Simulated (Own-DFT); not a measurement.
# Response to strain: hcp Hf, 36 atoms (Hf36)

Calculated results; nothing here was measured. The program, named Own-DFT, is a retired in-house plane-wave density functional code that no person has reviewed. Each row is one single-point run on a periodic cell that was not relaxed, without spin or spin-orbit coupling.

Settings of every run: PBE; PseudoDojo norm-conserving scalar-relativistic files; cutoff 42 hartree; 4 x 4 x 4 k mesh centred on Gamma; cold (Marzari-Vanderbilt) smearing of 0.2 eV.

Known limits: hafnium file: forces about 75 meV/angstrom off all-electron values; forces on such cells passed a denser k mesh, each cell not checked; stress not checked against mesh or cutoff.

Unstrained cell vectors in Å: (9.589, 0.000, 0.000); (-4.795, 8.304, 0.000); (0.000, 0.000, 10.102). The unstrained cell has measured lattice constants (interpolated for alloys), not those of this functional. That, the random moves and any unrelaxed bonds set the pressure at no strain. Each run strains this cell uniformly, with the atoms carried along. Every atom was also moved at random, by a Gaussian of width 0.05 Å on each axis. Strain is the symmetric tensor, in per cent. Stress is positive in tension, and the pressure is minus a third of its trace.

```
run  e_xx (%)  e_yy (%)  e_zz (%)  e_yz (%)  e_xz (%)  e_xy (%)  s_xx (GPa)  s_yy (GPa)  s_zz (GPa)  s_yz (GPa)  s_xz (GPa)  s_xy (GPa)  P (GPa)  E (meV/atom)
  1     -1.56     -0.92      0.03      1.03     -1.60      1.12       -5.36       -3.96       -3.73        1.07       -1.70        1.75     4.35          22.4
  2     -1.39      1.20     -0.89      1.48      1.89     -0.77       -3.65       -0.87       -3.57        1.58        2.04       -1.29     2.70          11.7
  3     -1.56      0.35     -1.62     -0.63     -1.94     -0.68       -5.56       -3.04       -6.19       -0.70       -2.06       -0.91     4.93          26.8
  4      0.02      1.68     -1.91      0.45      1.93      1.02       -1.69        0.67       -4.39        0.41        2.11        0.98     1.80           9.2
  5      0.44      0.28     -0.42      1.17     -1.41      0.23       -0.48       -0.68       -2.09        1.21       -1.52        0.36     1.09           0.0
  6      0.35      0.38      1.97     -1.16      0.77     -0.90        0.74        1.14        2.77       -1.10        0.79       -0.78    -1.55           3.3
  7     -1.20      1.37      1.00      1.58     -1.76      0.53       -2.05        1.31        0.45        1.44       -1.83        0.83     0.09           7.2
  8     -1.92     -0.43      0.76     -1.00      0.77     -1.31       -5.13       -2.80       -1.78       -0.97        0.70       -1.73     3.24          17.4
  9     -0.99      1.12      1.45      1.70      0.04     -0.86       -1.61        1.12        1.41        1.66        0.08       -0.86    -0.31           4.6
 10     -0.84     -0.73      1.60      0.62      1.25     -1.33       -2.33       -2.42        0.26        0.90        1.23       -2.08     1.49          19.0
 11     -1.76     -0.65     -1.02      0.67     -1.19     -1.50       -5.94       -4.83       -5.73        0.58       -1.12       -2.25     5.50          19.7
 12     -0.25      1.80      1.98     -1.38     -0.72      0.69        0.86        3.02        3.19       -1.29       -0.71        0.94    -2.36           7.4
 13      1.64      0.42      1.35      1.74      1.77     -0.67        2.93        1.32        2.34        1.81        1.69       -1.19    -2.20           9.9
 14     -0.05     -1.73      0.94      0.84     -0.87      1.82       -1.59       -4.74       -1.11        1.05       -0.80        2.55     2.48          20.4
 15      1.25      1.84      1.25      0.37      1.82      1.51        2.65        3.86        2.90        0.27        1.75        1.82    -3.14           9.6
 16     -0.07     -0.57      0.60     -1.57     -0.30     -0.02           ?           ?           ?           ?           ?           ?        ?             ?
```

E is the free energy for each atom above the lowest run shown.

## Worked fit

Each stress component was fitted by least squares to a constant and the strains of the runs shown, as fractions, with shears doubled. Shear strains stay in the fit of a normal stress only where such slopes are resolved. The slopes, in GPa:

| stress | at no strain | per e_xx | per e_yy | per e_zz | scatter |
|---|---|---|---|---|---|
| s_xx | -1.4 | 194 ± 7 | 63 ± 7 | 70 ± 6 | 0.26 |
| s_yy | -1.5 | 64 ± 7 | 201 ± 7 | 70 ± 6 | 0.26 |
| s_zz | -1.8 | 70 ± 4 | 74 ± 4 | 205 ± 3 | 0.15 |

Each shear stress against twice its own strain: yz 50 ± 1, xz 52 ± 1, xy 68 ± 3 GPa. These are stiffnesses along x, y and z of the frame in which the cell vectors are given, which need not be the crystal's axes. The atoms are held to the strained lattice; where symmetry lets them move under strain, relaxing them would lower some slopes. The table should be nearly symmetric about its diagonal, and what it lacks of that shows the noise. A ninth of its sum, 112 ± 1 GPa, estimates the bulk modulus near the mean pressure of these runs, 1.2 GPa.

## Withheld run

Question: what normal stresses and pressure should run 16 give?

The fit gives s_xx = -1.5, s_yy = -2.3, s_zz = -1.1 and P = 1.6 GPa. The calculation gave -1.23, -2.00, -0.83 and P = 1.35 GPa.
